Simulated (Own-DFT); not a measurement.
# One host, several defects: D0_22 TiAl3

Source: density functional calculations with Own-DFT, an unreviewed in-house program that is no longer used. Nothing was measured or relaxed, and spin and spin-orbit coupling are left out.

Common settings: PBEsol; PseudoDojo norm-conserving scalar-relativistic files, made for PBE; cutoff 42 hartree; 4 x 4 x 4 k mesh centred on Gamma; cold (Marzari-Vanderbilt) smearing of 0.2 eV.

Known weak points: forces on such cells failed a check on a denser k mesh; stress not checked against mesh or cutoff.

All runs share one cell, with vectors in Å (-2.365, -6.981, 4.326); (-7.667, 3.491, 1.442); (-2.950, -3.488, -7.241) and a volume of 625.4 Å³. u is the rms random offset of the atoms per axis. The defect's site can differ from row to row.

| cell | formula | u (Å) | P (GPa) |
|---|---|---|---|
| no defect | Al30Ti10 | 0.0190 | 0.05 |
| no defect | Al30Ti10 | 0.0426 | 0.51 |
| no defect | Al30Ti10 | 0.0473 | 0.57 |
| one Ti vacancy | Al30Ti9 | 0.0295 | 0.03 |
| one Ti vacancy | Al30Ti9 | 0.0296 | ? |
| one Ti vacancy | Al30Ti9 | 0.0471 | 0.61 |
| one Ti vacancy | Al30Ti9 | 0.0485 | 0.46 |
| two Al vacancies | Al28Ti10 | 0.0269 | -0.60 |
| two Al vacancies | Al28Ti10 | 0.0285 | -0.56 |
| two Al vacancies | Al28Ti10 | 0.0505 | 0.16 |
| two Ti on an Al site each | Al28Ti12 | 0.0320 | 1.23 |
| two Ti on an Al site each | Al28Ti12 | 0.0483 | 1.75 |
| two Ti on an Al site each | Al28Ti12 | 0.0524 | 1.68 |
| two Al on a Ti site each | Al32Ti8 | 0.0290 | 1.24 |
| two Al on a Ti site each | Al32Ti8 | 0.0308 | 1.20 |
| two Al on a Ti site each | Al32Ti8 | 0.0468 | 1.57 |

## What the rows give

P = P0 + c u² + a shift for each defect gives P0 = -0.11 GPa, c = 329 ± 30 GPa/Å² and a scatter of 0.09 GPa. The shifts, and each times the cell's volume:

- two Al on a Ti site each: 1.01 ± 0.07 GPa, 3.9 eV (2.0 eV for each of its 2 sites)
- two Ti on an Al site each: 0.99 ± 0.07 GPa, 3.9 eV (1.9 eV for each of its 2 sites)
- one Ti vacancy: -0.12 ± 0.07 GPa, -0.5 eV (not resolved)
- two Al vacancies: -0.67 ± 0.07 GPa, -2.6 eV (-1.3 eV for each of its 2 sites)

Positive is outwards. The product with the volume (160.2 GPa Å³ to the eV) is nearly free of the cell's size; divided by the bulk modulus at the cell's pressure it gives the volume that the defect adds. The atoms around the defects weren't relaxed, which would change these numbers.

## Prediction

Asked: what pressure belongs in the blank (one Ti vacancy, u = 0.0296 Å)?

Estimate: 0.06 ± 0.10 GPa. The run itself gave 0.04 GPa.
